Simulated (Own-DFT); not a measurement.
Hf$_{36}$O$_{71}$ (tetragonal hafnia with one neutral oxygen vacancy, atoms displaced) (calculated)

A calculation, not a measurement: plane-wave PBE and HSE06 DFT by an unreviewed code, no spin, of a simulated cell at Gamma alone, so results move with cell size and shape, stress positive in tension, energies less offsets, not probed for a lower state with spin; hafnium file: forces about 75 meV/angstrom off all-electron values; oxygen file: force components 24 meV/angstrom off all-electron in a glass; k mesh not checked against a denser one; forces and stress are PBE's, HSE06 gives the energy alone, and its difference from PBE has offsets of its own; offsets are fitted by least squares, one for each functional and potential file, so energies compare only between cells with the same atoms and settings and are not formation energies; the far tail of each file's local potential was reset to the Coulomb form; each entry is a single point on an unrelaxed cell, so the pressure reflects the starting lattice, taken from the Materials Project, from which strain is counted, and rises with the displacements; printed positions are rounded, which can move forces by about a meV/angstrom; the program is a retired in-house code; no spin-orbit coupling. Program: Own-DFT development build.

Common to all runs: first functional PBE; second functional HSE06; exact exchange share 0.25; screening 0.11 1/bohr; exchange divergence Gygi-Baldereschi; potential files PseudoDojo norm-conserving, scalar-relativistic, made for PBE, standard set; wave cutoff 48 hartree; occupations fixed; k mesh 1 x 1 x 1 centred on Gamma.

(1) 
```cif
# cell vector a (Å): 10.7800 0.0000 0.0000
# cell vector b (Å): 0.0000 10.7800 0.0000
# cell vector c (Å): 0.0000 0.0000 10.4493
data_Hf36O71
_symmetry_space_group_name_H-M 'P 1'
_symmetry_Int_Tables_number 1
_cell_length_a 10.7800
_cell_length_b 10.7800
_cell_length_c 10.4493
_cell_angle_alpha 90.000
_cell_angle_beta 90.000
_cell_angle_gamma 90.000
_cell_volume 1214.30
loop_
_atom_site_label
_atom_site_type_symbol
_atom_site_fract_x
_atom_site_fract_y
_atom_site_fract_z
_atom_site_occupancy
Hf1 Hf 0.00222 0.99805 0.99835 1
Hf2 Hf 0.16142 0.17529 0.25332 1
O1 O 0.99757 0.18006 0.15459 1
O2 O 0.17845 0.99349 0.33706 1
O3 O 0.00598 0.16623 0.38731 1
O4 O 0.16409 0.99240 0.09648 1
Hf3 Hf 0.98224 0.99941 0.49720 1
Hf4 Hf 0.17267 0.17365 0.74526 1
O5 O 0.99646 0.16666 0.64539 1
O6 O 0.16153 0.98567 0.84942 1
O7 O 0.00656 0.16699 0.89153 1
O8 O 0.17818 0.00199 0.58383 1
Hf5 Hf 0.01653 0.32636 0.00342 1
Hf6 Hf 0.16594 0.50456 0.25082 1
O9 O 0.00377 0.50677 0.15291 1
O10 O 0.16010 0.33445 0.32883 1
O11 O 0.01058 0.50440 0.39800 1
O12 O 0.16647 0.33109 0.08965 1
Hf7 Hf 0.98977 0.34662 0.48260 1
Hf8 Hf 0.16233 0.49828 0.75472 1
O13 O 0.98476 0.49550 0.65236 1
O14 O 0.16270 0.33582 0.85651 1
O15 O 0.01046 0.50316 0.91195 1
O16 O 0.15595 0.34302 0.59779 1
Hf9 Hf 0.00257 0.67545 0.00251 1
Hf10 Hf 0.16413 0.82336 0.24225 1
O17 O 0.00456 0.82837 0.14213 1
O18 O 0.16101 0.65797 0.34275 1
O19 O 0.16685 0.67082 0.10206 1
Hf11 Hf 0.01559 0.66682 0.50305 1
Hf12 Hf 0.16840 0.83691 0.72974 1
O20 O 0.00014 0.83697 0.64916 1
O21 O 0.16283 0.67495 0.84801 1
O22 O 0.99821 0.82432 0.88838 1
O23 O 0.16083 0.64660 0.60403 1
Hf13 Hf 0.33369 0.99593 0.00148 1
Hf14 Hf 0.50763 0.16303 0.24811 1
O24 O 0.33466 0.17684 0.15986 1
O25 O 0.48354 0.00663 0.34326 1
O26 O 0.34001 0.16444 0.40052 1
O27 O 0.50212 0.00636 0.08971 1
Hf15 Hf 0.33772 0.00788 0.49031 1
Hf16 Hf 0.50603 0.16991 0.73909 1
O28 O 0.33336 0.17485 0.64564 1
O29 O 0.49776 0.99138 0.83989 1
O30 O 0.33460 0.16035 0.92627 1
O31 O 0.50814 0.00310 0.59093 1
Hf17 Hf 0.33019 0.34559 0.99999 1
Hf18 Hf 0.49762 0.51274 0.26015 1
O32 O 0.32581 0.50520 0.15480 1
O33 O 0.51301 0.32764 0.35230 1
O34 O 0.31676 0.49672 0.41025 1
O35 O 0.50792 0.35596 0.10261 1
Hf19 Hf 0.33657 0.32404 0.50668 1
Hf20 Hf 0.49609 0.51296 0.75263 1
O36 O 0.33817 0.48857 0.65264 1
O37 O 0.49354 0.34508 0.83649 1
O38 O 0.33970 0.50348 0.88044 1
O39 O 0.50295 0.32500 0.60664 1
Hf21 Hf 0.33630 0.66345 0.99838 1
Hf22 Hf 0.49863 0.83529 0.25398 1
O40 O 0.34872 0.82688 0.15800 1
O41 O 0.50815 0.66569 0.35267 1
O42 O 0.34192 0.83801 0.39711 1
O43 O 0.48937 0.66853 0.10605 1
Hf23 Hf 0.30866 0.66288 0.51172 1
Hf24 Hf 0.49759 0.83901 0.75174 1
O44 O 0.33052 0.83225 0.63823 1
O45 O 0.49224 0.67185 0.84567 1
O46 O 0.32630 0.82493 0.89216 1
O47 O 0.50076 0.66415 0.59583 1
Hf25 Hf 0.67658 0.01168 0.00609 1
Hf26 Hf 0.83447 0.16722 0.24716 1
O48 O 0.66635 0.16434 0.15484 1
O49 O 0.83367 0.99224 0.35299 1
O50 O 0.66578 0.17044 0.41241 1
O51 O 0.83279 0.00513 0.09673 1
Hf27 Hf 0.66468 0.99797 0.49902 1
Hf28 Hf 0.83357 0.17088 0.76134 1
O52 O 0.67284 0.16697 0.64688 1
O53 O 0.82840 0.99339 0.84817 1
O54 O 0.66475 0.16120 0.89807 1
O55 O 0.82467 0.00029 0.60031 1
Hf29 Hf 0.66445 0.32911 0.99428 1
Hf30 Hf 0.83891 0.51809 0.25626 1
O56 O 0.66786 0.49545 0.15799 1
O57 O 0.83207 0.34193 0.34618 1
O58 O 0.65906 0.50775 0.40641 1
O59 O 0.83088 0.33371 0.09568 1
Hf31 Hf 0.66960 0.33414 0.49980 1
Hf32 Hf 0.83248 0.48652 0.75700 1
O60 O 0.68249 0.49466 0.65614 1
O61 O 0.83807 0.34388 0.84669 1
O62 O 0.67659 0.49456 0.89030 1
O63 O 0.82955 0.32548 0.60441 1
Hf33 Hf 0.65111 0.65807 0.99532 1
Hf34 Hf 0.83575 0.82619 0.23982 1
O64 O 0.66126 0.83103 0.15394 1
O65 O 0.83459 0.66462 0.34899 1
O66 O 0.66868 0.83186 0.40868 1
O67 O 0.84208 0.66596 0.10276 1
Hf35 Hf 0.66682 0.68057 0.51074 1
Hf36 Hf 0.82411 0.84715 0.74394 1
O68 O 0.65981 0.84120 0.66320 1
O69 O 0.83344 0.65418 0.83670 1
O70 O 0.66857 0.84100 0.90718 1
O71 O 0.81897 0.66919 0.59090 1
_calc_PBE_energy_of_cell_above_offsets '-87.906'  # eV
_calc_HSE06_less_PBE_above_offsets '0.581'  # eV
_calc_PBE_pressure 4.99  # GPa
_calc_PBE_stress_xx -5.42  # GPa
_calc_PBE_stress_yy -4.5  # GPa
_calc_PBE_stress_zz -5.04  # GPa
_calc_PBE_stress_yz -0.23  # GPa
_calc_PBE_stress_xz 0.03  # GPa
_calc_PBE_stress_xy -0.02  # GPa
```

Force:
```tsv
element	x (eV/Å)	y (eV/Å)	z (eV/Å)
Hf	1.344	-1.262	-1.843
Hf	1.613	-3.394	-1.001
O	0.283	-0.86	-1.436
O	-0.859	0.507	-0.195
O	-1.004	-0.266	1.512
O	-0.02	0.29	-0.423
Hf	2.337	0.515	-0.144
Hf	-2.556	-1.306	-0.157
O	0.707	-1.045	0.771
O	0.281	2.136	-1.085
O	-0.516	-0.839	1.023
O	-2.434	0.221	1.237
Hf	-4.838	1.892	-1.351
Hf	-0.304	-1.664	-1.508
O	-0.151	-0.604	0.614
O	-0.059	1.011	2.331
O	-0.71	0.914	0.211
O	2.432	0.113	1.85
Hf	-0.271	-2.627	2.89
Hf	-1.202	0.603	0.304
O	2.798	0.55	-1.202
O	1.269	-0.865	-1.137
O	0.676	-0.852	-0.329
O	1.038	-0.818	-0.323
Hf	-0.229	-1.789	-2.315
Hf	2.102	2.309	0.927
O	-1.473	1.039	0.748
O	0.107	3.397	2.894
O	1.119	0.214	-0.442
Hf	-5.832	0.512	-0.917
Hf	-0.182	0.754	3.591
O	-0.547	-0.055	-1.885
O	0.51	-1.464	-1.179
O	-0.967	2.311	1.399
O	-0.497	0.538	1.755
Hf	-0.089	-1.277	0.01
Hf	-2.684	1.882	0.509
O	0.149	0.05	0.124
O	2.057	-1.067	-0.129
O	-1.073	2.538	0.12
O	0.249	0.083	0.41
Hf	-0.402	-2.645	-0.453
Hf	0.576	0.486	0.465
O	0.035	-0.329	1.196
O	-0.642	2.97	0.522
O	-0.42	2.071	-2.421
O	-2.088	0.397	0.895
Hf	2.392	-1.531	0.54
Hf	1.774	-2.747	-0.268
O	0.834	-0.531	-1.242
O	-1.27	1.1	-0.223
O	0.632	0.096	-0.236
O	-1.425	-1.311	-1.878
Hf	0.637	1.597	-0.353
Hf	2.061	-1.545	-2.871
O	-1.314	0.809	-0.536
O	0.351	-2.747	1.627
O	-1.247	0.281	2.854
O	-0.085	-0.151	-1.478
Hf	-1.843	1.226	-0.551
Hf	0.497	-0.674	1.567
O	-3.344	0.664	-1.952
O	-0.854	1.756	-0.49
O	-0.745	-2.153	0.895
O	1.943	-1.243	-1.155
Hf	7.061	0.674	-3.031
Hf	-1.269	-1.183	-0.812
O	0.522	-0.787	0.466
O	1.368	0.194	2.088
O	0.884	0.979	1.181
O	-1.71	-0.27	1.191
Hf	-2.7	-3.072	-0.889
Hf	0.196	1.502	0.739
O	1.126	-0.095	-0.944
O	0.83	0.473	-0.731
O	0.731	-2.216	-1.78
O	2.036	-0.091	1.31
Hf	0.516	0.948	-0.449
Hf	0.914	0.795	-2.415
O	-0.607	-0.315	1.747
O	0.659	3.02	1.153
O	0.021	1.599	-0.634
O	0.87	-0.578	0.235
Hf	0.535	2.449	1.687
Hf	-1.485	-3.581	-3.121
O	0.284	1.995	-0.41
O	0.606	-0.733	0.466
O	0.569	-0.427	0.327
O	0.042	-1.073	-0.722
Hf	-0.814	2.306	0.568
Hf	-0.183	5.417	-2.701
O	-3.588	-0.136	-0.938
O	0.041	-6.899	3.283
O	-2.372	0.667	2.705
O	1.412	-0.369	-1.323
Hf	2.6	0.724	0.184
Hf	-1.043	-0.505	0.533
O	1.429	0.066	0.202
O	0.711	3.551	1.003
O	-0.184	1.892	-1.142
O	-2.138	0.561	-0.116
Hf	-2.224	-3.336	-1.47
Hf	1.555	-4.539	1.156
O	0.026	-0.191	-1.517
O	-0.347	2.736	1.183
O	-0.229	-1.554	0.43
O	4.729	1.229	0.626
```

(2) 
```cif
# cell vector a (Å): 10.7800 0.0000 0.0000
# cell vector b (Å): 0.0000 10.7800 0.0000
# cell vector c (Å): 0.0000 0.0000 10.4493
data_Hf36O71
_symmetry_space_group_name_H-M 'P 1'
_symmetry_Int_Tables_number 1
_cell_length_a 10.7800
_cell_length_b 10.7800
_cell_length_c 10.4493
_cell_angle_alpha 90.000
_cell_angle_beta 90.000
_cell_angle_gamma 90.000
_cell_volume 1214.30
loop_
_atom_site_label
_atom_site_type_symbol
_atom_site_fract_x
_atom_site_fract_y
_atom_site_fract_z
_atom_site_occupancy
Hf1 Hf 0.99357 0.00925 0.99817 1
Hf2 Hf 0.16540 0.17429 0.25828 1
O1 O 0.00771 0.16878 0.14449 1
O2 O 0.16686 0.98981 0.35107 1
O3 O 0.99560 0.16085 0.38542 1
O4 O 0.16607 0.98919 0.09902 1
Hf3 Hf 0.99174 0.99062 0.49768 1
Hf4 Hf 0.15955 0.15870 0.74668 1
O5 O 0.00329 0.16695 0.65983 1
O6 O 0.16759 0.99930 0.84520 1
O7 O 0.01206 0.17647 0.90272 1
O8 O 0.16945 0.00618 0.59677 1
Hf5 Hf 0.01295 0.34397 0.00166 1
Hf6 Hf 0.16531 0.49625 0.24486 1
O9 O 0.00526 0.50721 0.15092 1
O10 O 0.14715 0.32822 0.33885 1
O11 O 0.99910 0.49343 0.39464 1
O12 O 0.16535 0.31807 0.11532 1
Hf7 Hf 0.00797 0.33709 0.49951 1
Hf8 Hf 0.16760 0.51058 0.74935 1
O13 O 0.99825 0.50256 0.66131 1
O14 O 0.16756 0.33228 0.85055 1
O15 O 0.99450 0.50777 0.90096 1
O16 O 0.16953 0.32617 0.59255 1
Hf9 Hf 0.00877 0.66460 0.99541 1
Hf10 Hf 0.17092 0.83195 0.24704 1
O17 O 0.00046 0.82216 0.15543 1
O18 O 0.16929 0.67568 0.34604 1
O19 O 0.99834 0.83442 0.40423 1
O20 O 0.15469 0.66865 0.10738 1
Hf11 Hf 0.01413 0.65296 0.49907 1
Hf12 Hf 0.16208 0.82667 0.75834 1
O21 O 0.99802 0.83234 0.64532 1
O22 O 0.16797 0.67073 0.85557 1
O23 O 0.99544 0.84332 0.91600 1
O24 O 0.16520 0.66134 0.58920 1
Hf13 Hf 0.32340 0.99118 0.99414 1
Hf14 Hf 0.48126 0.16420 0.24961 1
O25 O 0.32803 0.17916 0.14438 1
O26 O 0.49133 0.99762 0.35684 1
O27 O 0.32204 0.18049 0.40269 1
O28 O 0.49375 0.99897 0.09242 1
Hf15 Hf 0.33597 0.99096 0.50444 1
Hf16 Hf 0.49735 0.17404 0.75406 1
O29 O 0.33467 0.15879 0.65085 1
O30 O 0.49631 0.00146 0.83870 1
O31 O 0.34887 0.18312 0.90440 1
O32 O 0.49512 0.00263 0.60152 1
Hf17 Hf 0.33558 0.34213 0.00950 1
Hf18 Hf 0.50628 0.50449 0.25412 1
O33 O 0.33307 0.49663 0.15466 1
O34 O 0.50217 0.34100 0.33699 1
O35 O 0.33757 0.50856 0.40224 1
O36 O 0.49796 0.33223 0.10963 1
Hf19 Hf 0.33728 0.33208 0.49110 1
Hf20 Hf 0.49832 0.49509 0.74349 1
O37 O 0.33215 0.50328 0.64763 1
O38 O 0.51396 0.32237 0.84449 1
O39 O 0.33004 0.49855 0.90405 1
O40 O 0.50462 0.33511 0.59688 1
Hf21 Hf 0.32595 0.67236 0.00389 1
Hf22 Hf 0.49739 0.82710 0.25725 1
O41 O 0.34261 0.85433 0.17098 1
O42 O 0.48904 0.65947 0.35199 1
O43 O 0.33414 0.83160 0.39862 1
O44 O 0.50500 0.67172 0.09176 1
Hf23 Hf 0.33763 0.66506 0.49240 1
Hf24 Hf 0.48947 0.81420 0.74864 1
O45 O 0.33977 0.84023 0.65720 1
O46 O 0.50149 0.68241 0.84093 1
O47 O 0.34546 0.83869 0.89857 1
O48 O 0.50441 0.67935 0.60187 1
Hf25 Hf 0.66350 0.01108 0.98882 1
Hf26 Hf 0.83101 0.15173 0.25411 1
O49 O 0.65861 0.16906 0.15799 1
O50 O 0.67348 0.16848 0.40294 1
O51 O 0.83122 0.99212 0.09758 1
Hf27 Hf 0.65969 0.99603 0.49589 1
Hf28 Hf 0.83971 0.15987 0.75689 1
O52 O 0.67386 0.16907 0.66516 1
O53 O 0.82986 0.00361 0.85138 1
O54 O 0.67667 0.16897 0.89111 1
O55 O 0.82813 0.98720 0.61157 1
Hf29 Hf 0.66808 0.33731 0.98739 1
Hf30 Hf 0.83918 0.48878 0.25384 1
O56 O 0.66402 0.51146 0.15421 1
O57 O 0.83425 0.33469 0.36579 1
O58 O 0.66302 0.50697 0.41548 1
O59 O 0.82100 0.34333 0.09916 1
Hf31 Hf 0.65706 0.32354 0.49678 1
Hf32 Hf 0.84305 0.49889 0.76135 1
O60 O 0.66980 0.49127 0.65053 1
O61 O 0.83302 0.34604 0.84357 1
O62 O 0.66864 0.47929 0.89757 1
O63 O 0.83052 0.33366 0.58604 1
Hf33 Hf 0.67558 0.66932 0.99143 1
Hf34 Hf 0.84574 0.83203 0.24621 1
O64 O 0.65781 0.85479 0.14959 1
O65 O 0.82462 0.66445 0.35412 1
O66 O 0.66610 0.83845 0.39956 1
O67 O 0.84289 0.66467 0.09292 1
Hf35 Hf 0.66191 0.67335 0.49924 1
Hf36 Hf 0.83595 0.82401 0.76215 1
O68 O 0.65911 0.82814 0.65724 1
O69 O 0.84537 0.66189 0.84010 1
O70 O 0.66737 0.82841 0.89835 1
O71 O 0.83264 0.67735 0.59204 1
_calc_PBE_energy_of_cell_above_offsets '-86.003'  # eV
_calc_HSE06_less_PBE_above_offsets '0.761'  # eV
_calc_PBE_pressure 5.05  # GPa
_calc_PBE_stress_xx -1.49  # GPa
_calc_PBE_stress_yy -8.28  # GPa
_calc_PBE_stress_zz -5.38  # GPa
_calc_PBE_stress_yz 1.17  # GPa
_calc_PBE_stress_xz -0.59  # GPa
_calc_PBE_stress_xy 0.33  # GPa
```

Force:
```tsv
element	x (eV/Å)	y (eV/Å)	z (eV/Å)
Hf	0.744	1.33	1.819
Hf	-0.656	-4.293	-1.725
O	-2.107	-0.631	0.132
O	0.322	1.311	-0.324
O	-0.326	-0.332	1.924
O	-0.748	-0.152	-0.95
Hf	0.544	0.946	0.635
Hf	2.884	1.317	-0.249
O	-1.382	-0.055	-1.575
O	0.084	-1.199	0.606
O	-1.064	-0.823	0
O	-1.225	-0.521	0.153
Hf	-1.35	-2.131	0.351
Hf	0.449	0.618	1.141
O	-0.12	-1.118	-0.724
O	0.672	3.509	2.44
O	1.043	1.367	0.404
O	0.242	3.011	-2.252
Hf	-3.564	-2.396	-0.003
Hf	0.776	-3.223	-0.135
O	2.211	0.069	-1.772
O	-0.641	2.072	-0.223
O	1.592	-1.238	0.047
O	0.654	0.943	0.033
Hf	-3.07	1.891	2.058
Hf	-1.017	2.471	0.874
O	0.868	0.627	-0.241
O	-0.366	-2.759	0.746
O	-0.655	-1.426	-0.583
O	3.954	-0.12	-1.044
Hf	-5.423	2.488	-1.405
Hf	-0.052	3.866	-3.098
O	1.976	-0.377	2.32
O	0.189	-0.572	0.285
O	0.571	-2.102	-2.016
O	2.423	0.055	2.681
Hf	2.666	3.926	1.083
Hf	2.166	-0.114	-1.883
O	-0.17	-1.199	1.503
O	0.002	0.988	-0.658
O	0.606	-2.471	-1.467
O	-0.392	1.329	-0.378
Hf	-0.293	1.216	0.608
Hf	-0.38	-4.629	-1.794
O	-0.423	1.153	0.032
O	0.759	-0.035	1.09
O	-1.082	-1.6	0.337
O	1.361	0.16	-1.651
Hf	0.483	-2.921	0.282
Hf	1.003	-0.948	-1.632
O	-0.731	1.039	-0.325
O	-0.553	-2.038	2.331
O	-1.374	-2.791	-0.525
O	0.346	0.713	-2.128
Hf	0.316	1.535	2.575
Hf	2.52	-0.456	-0.222
O	-0.056	0.226	0.729
O	-0.618	5.099	1.187
O	0.279	2.311	-0.45
O	-3.079	0.071	0.402
Hf	2.445	-0.972	0.534
Hf	3.094	1.468	-0.765
O	-2.435	-1.577	-3.053
O	0.598	2.123	0.305
O	0.226	-0.925	1.246
O	-1.823	0.048	-0.309
Hf	0.461	1.316	0.841
Hf	3.862	9.624	-3.289
O	-4.987	-0.708	-1.568
O	0.136	-10.2	5.124
O	-2.068	-2.808	1.03
O	-2.397	-1.861	-0.91
Hf	-1.975	-1.797	1.69
Hf	-0.123	1.225	-0.196
O	0.649	-1.123	-0.019
O	-0.065	-2.418	-0.537
O	0.788	1.134	0.43
Hf	-0.047	0.457	2.522
Hf	-1.906	2.07	-1.993
O	-0.674	0.114	-1.63
O	1.02	-1.307	1.054
O	0.254	0.41	1.674
O	0.582	0.934	-1.764
Hf	-0.721	-4.439	4.006
Hf	-2.192	0.594	0.34
O	0.789	0.12	0.184
O	0.033	-0.253	-3.181
O	-0.852	-1.539	-1.545
O	2.595	0.173	-0.036
Hf	3.996	2.522	0.923
Hf	-3.274	-0.591	-4.397
O	-1.196	1.106	1.769
O	1.111	-4.048	1.606
O	-0.733	7.677	-1.745
O	1.73	-0.078	1.197
Hf	-0.586	-0.51	2.149
Hf	-2.576	-0.521	1.042
O	1.213	-1.729	0.718
O	0.848	-0.052	-1.991
O	-0.363	-0.494	-0.302
O	-1.212	0.349	-0.876
Hf	3.255	-0.142	0.949
Hf	-2.122	2.487	-3.941
O	1.354	0.242	-0.097
O	-0.712	0.743	2.428
O	1.361	0.602	0.537
O	0.853	-0.429	0.465
```
